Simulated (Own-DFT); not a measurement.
Simulation results for Si4SnGe11 (diamond-structure random alloy, atoms displaced)

All values are calculated (Own-DFT development build). A calculation, not a measurement: plane-wave density functional theory by an unreviewed code, no spin, of a simulated periodic cell, stress positive in tension, run twice, with PBE and with PBEsol, both on files made for PBE, so the change isn't that of files made for PBEsol, forces on such cells moved up to 12 meV/angstrom on a denser k mesh; the far tail of each file's local potential was reset to the Coulomb form; each entry is a single point on an unrelaxed cell, so the pressure reflects the starting lattice, mostly measured values (interpolated for alloys), from which strain is counted, and rises with the displacements; printed positions are rounded, which can move forces by about a meV/angstrom; the program, named Own-DFT, is a retired in-house code; no spin-orbit coupling; stress was not checked against mesh or cutoff.

Si4SnGe11 (diamond-structure random alloy, atoms displaced)

```
cell vectors (Å)
  11.3064     0.0000     0.0000
   0.0000    11.3064     0.0000
   0.0000     0.0000    11.3064
atoms (fractions of the cell vectors)
Ge  0.99776  0.99770  0.99890
Ge  0.00111  0.24904  0.24972
Si  0.24722  0.00306  0.25032
Ge  0.24635  0.24937  0.00477
Ge  0.12533  0.12388  0.12295
Sn  0.12390  0.37238  0.37397
Si  0.37395  0.12143  0.37537
Si  0.37089  0.37237  0.12605
Ge  0.00046  0.99818  0.50075
Si  0.99749  0.24805  0.74698
Ge  0.25102  0.00035  0.74918
Ge  0.24908  0.24843  0.49806
Ge  0.12917  0.12229  0.62892
Si  0.12740  0.37457  0.87480
Ge  0.37370  0.12439  0.86982
Ge  0.37217  0.37092  0.62453
Ge  0.00183  0.50103  0.00314
Si  0.99708  0.75172  0.25398
Si  0.24353  0.49905  0.24716
Ge  0.24863  0.75396  0.00147
Ge  0.12526  0.62792  0.12764
Ge  0.13180  0.87331  0.37090
Ge  0.37527  0.62320  0.37157
Ge  0.37478  0.87758  0.12281
Ge  0.00024  0.49986  0.50431
Ge  0.00057  0.74928  0.75373
Si  0.24927  0.50253  0.75172
Si  0.25165  0.75344  0.49728
Ge  0.12752  0.62278  0.62234
Ge  0.12850  0.87399  0.87669
Sn  0.37187  0.62966  0.87896
Ge  0.37879  0.87570  0.62548
Ge  0.49513  0.99880  0.99741
Ge  0.49877  0.25317  0.24704
Ge  0.75198  0.00093  0.24513
Ge  0.74894  0.25361  0.00042
Ge  0.62431  0.12681  0.12554
Si  0.62231  0.37677  0.37779
Ge  0.87370  0.11911  0.37017
Ge  0.87278  0.37520  0.12332
Ge  0.49777  0.00011  0.49644
Si  0.49946  0.25273  0.74818
Ge  0.74966  0.99720  0.74889
Si  0.75007  0.25297  0.49747
Si  0.62317  0.12097  0.62537
Ge  0.62284  0.36953  0.87446
Ge  0.87320  0.12619  0.87106
Ge  0.87345  0.37334  0.62801
Si  0.50242  0.49452  0.99902
Ge  0.50493  0.75111  0.24706
Sn  0.74561  0.50113  0.24144
Ge  0.74713  0.75144  0.00281
Si  0.62731  0.62492  0.12501
Ge  0.62768  0.87447  0.37712
Ge  0.87540  0.62693  0.37705
Ge  0.87720  0.87814  0.12695
Ge  0.50125  0.50542  0.50297
Ge  0.50030  0.74700  0.74851
Ge  0.74312  0.50264  0.75245
Sn  0.75122  0.75080  0.49830
Ge  0.62504  0.62425  0.63095
Ge  0.62520  0.87483  0.87312
Ge  0.87935  0.62879  0.87895
Si  0.87617  0.87543  0.62711
```

Settings of this run: functional PBE, then PBEsol, potential files PseudoDojo norm-conserving, scalar-relativistic, standard set, wave cutoff 49 hartree, occupations Fermi-Dirac, smearing width 0.1 eV and k mesh 3 x 3 x 3 centred on Gamma.

It finds PBE pressure 3.89 GPa; PBE stress xx -3.87 GPa; PBE stress yy -3.89 GPa; PBE stress zz -3.91 GPa; PBE stress yz 0.39 GPa; PBE stress xz -0.38 GPa; PBE stress xy 0.41 GPa; PBEsol pressure 1.22 GPa; PBEsol stress xx -1.2 GPa; PBEsol stress yy -1.23 GPa; PBEsol stress zz -1.24 GPa; PBEsol stress yz 0.38 GPa; PBEsol stress xz -0.37 GPa; PBEsol stress xy 0.39 GPa; rms change of force components from PBE to PBEsol 0.043 eV/Å.

Force:
```
force element  PBE force x (eV/Å)  PBE force y (eV/Å)  PBE force z (eV/Å)  PBEsol force x (eV/Å)  PBEsol force y (eV/Å)  PBEsol force z (eV/Å)
           Ge               0.312               0.424              -0.351                  0.303                  0.413                 -0.332
           Ge              -1.475              -1.267              -1.324                 -1.433                 -1.237                  -1.29
           Si               0.763               0.022              -0.066                  0.699                 -0.015                 -0.105
           Ge                0.57               0.366              -0.931                  0.538                  0.284                 -0.894
           Ge              -0.377              -0.411               0.453                 -0.395                 -0.356                  0.403
           Sn                0.03               0.831               0.191                 -0.019                  0.758                  0.233
           Si              -0.185               0.379              -0.584                 -0.141                  0.407                 -0.531
           Si               0.207               0.964              -0.175                  0.205                  0.863                 -0.174
           Ge               0.148              -0.217               0.093                  0.175                 -0.178                  0.054
           Si               0.805                0.33               0.613                  0.752                  0.292                   0.57
           Ge               0.124              -0.571               0.188                  0.125                 -0.544                  0.185
           Ge               1.304              -1.503                0.89                  1.237                 -1.426                  0.904
           Ge               -0.91               0.559              -0.474                 -0.845                  0.507                 -0.493
           Si              -0.535               0.063              -0.429                 -0.525                   0.05                 -0.346
           Ge               0.281               0.813               0.381                  0.237                   0.74                  0.402
           Ge               0.214               0.768               0.382                    0.2                   0.75                   0.31
           Ge               0.346              -0.447               -0.54                    0.3                 -0.398                 -0.492
           Si               0.468               -0.07              -0.193                  0.456                 -0.066                 -0.187
           Si               1.796               0.724              -0.846                  1.724                   0.75                   -0.8
           Ge              -0.961               0.769               1.429                  -0.93                  0.755                  1.376
           Ge              -0.383               0.244                0.35                 -0.379                  0.239                  0.272
           Ge              -0.651                0.04               0.157                 -0.666                  0.066                   0.18
           Ge              -0.476               0.269              -0.079                 -0.396                  0.266                 -0.064
           Ge              -0.327               0.118               0.896                 -0.286                  0.083                  0.827
           Ge              -0.967               0.592               0.403                  -0.94                  0.582                  0.395
           Ge               0.209               0.371              -0.823                  0.229                  0.327                 -0.758
           Si              -0.834              -1.469              -0.773                 -0.786                 -1.396                 -0.802
           Si               0.325              -0.515               0.243                  0.316                 -0.501                  0.238
           Ge               0.327               0.617               0.313                  0.251                  0.589                    0.3
           Ge              -0.488               0.357              -0.284                 -0.473                  0.337                 -0.268
           Sn               0.652              -1.359              -0.013                  0.637                 -1.231                 -0.019
           Ge              -0.502              -0.343              -0.438                 -0.452                 -0.305                 -0.395
           Ge               0.611                0.45              -0.149                  0.584                  0.426                 -0.148
           Ge              -0.375              -0.145               0.969                 -0.329                 -0.177                  0.909
           Ge              -0.712              -0.194               0.361                 -0.675                 -0.185                  0.353
           Ge               0.185              -0.708               -0.25                  0.177                 -0.682                 -0.242
           Ge              -0.179              -0.181              -0.445                 -0.167                 -0.169                 -0.427
           Si               -0.39              -0.757               0.657                 -0.422                 -0.704                  0.604
           Ge               0.035               0.949                0.83                  0.066                  0.889                  0.765
           Ge               1.528              -1.085              -0.788                  1.479                 -1.048                 -0.767
           Ge               0.295               0.372               0.201                  0.291                  0.287                  0.206
           Si               0.116              -0.904              -0.323                  0.077                 -0.849                 -0.285
           Ge               0.039               0.274              -0.456                  0.031                  0.263                 -0.368
           Si              -0.501              -0.667                 0.1                 -0.418                 -0.656                  0.105
           Si               0.142               0.998               -0.29                  0.145                  0.901                 -0.283
           Ge              -0.349               0.477              -0.064                 -0.264                  0.471                 -0.055
           Ge               0.122               0.131               0.222                  0.082                  0.085                  0.248
           Ge              -0.338               0.014              -0.146                 -0.324                  0.081                 -0.153
           Si               0.174              -0.259               1.311                  0.182                 -0.257                  1.219
           Ge              -0.323              -0.184              -0.085                 -0.341                 -0.145                 -0.047
           Sn               0.357              -0.398                1.97                  0.442                 -0.404                  1.927
           Ge               0.244              -0.096               0.019                   0.27                 -0.055                 -0.021
           Si              -2.093               1.143              -2.001                 -2.017                  1.165                 -1.934
           Ge               -1.22                1.45              -1.627                 -1.191                  1.399                 -1.585
           Ge               1.833              -0.855              -0.893                  1.748                 -0.859                 -0.832
           Ge              -0.003              -0.863                0.01                 -0.042                 -0.797                 -0.023
           Ge              -0.257              -0.878              -0.203                 -0.277                 -0.817                  -0.17
           Ge               0.719               1.226              -0.459                  0.704                    1.2                 -0.444
           Ge               1.071              -0.493               0.597                  1.031                 -0.477                  0.569
           Sn                0.15               0.004               1.509                  0.102                 -0.038                  1.419
           Ge              -0.593              -0.275               -0.19                 -0.588                 -0.273                 -0.177
           Ge              -0.226              -0.092               0.186                 -0.213                 -0.092                  0.179
           Ge              -0.783              -0.483               0.024                 -0.755                  -0.46                  0.028
           Si               0.911               0.579               0.741                  0.897                  0.571                  0.734
```
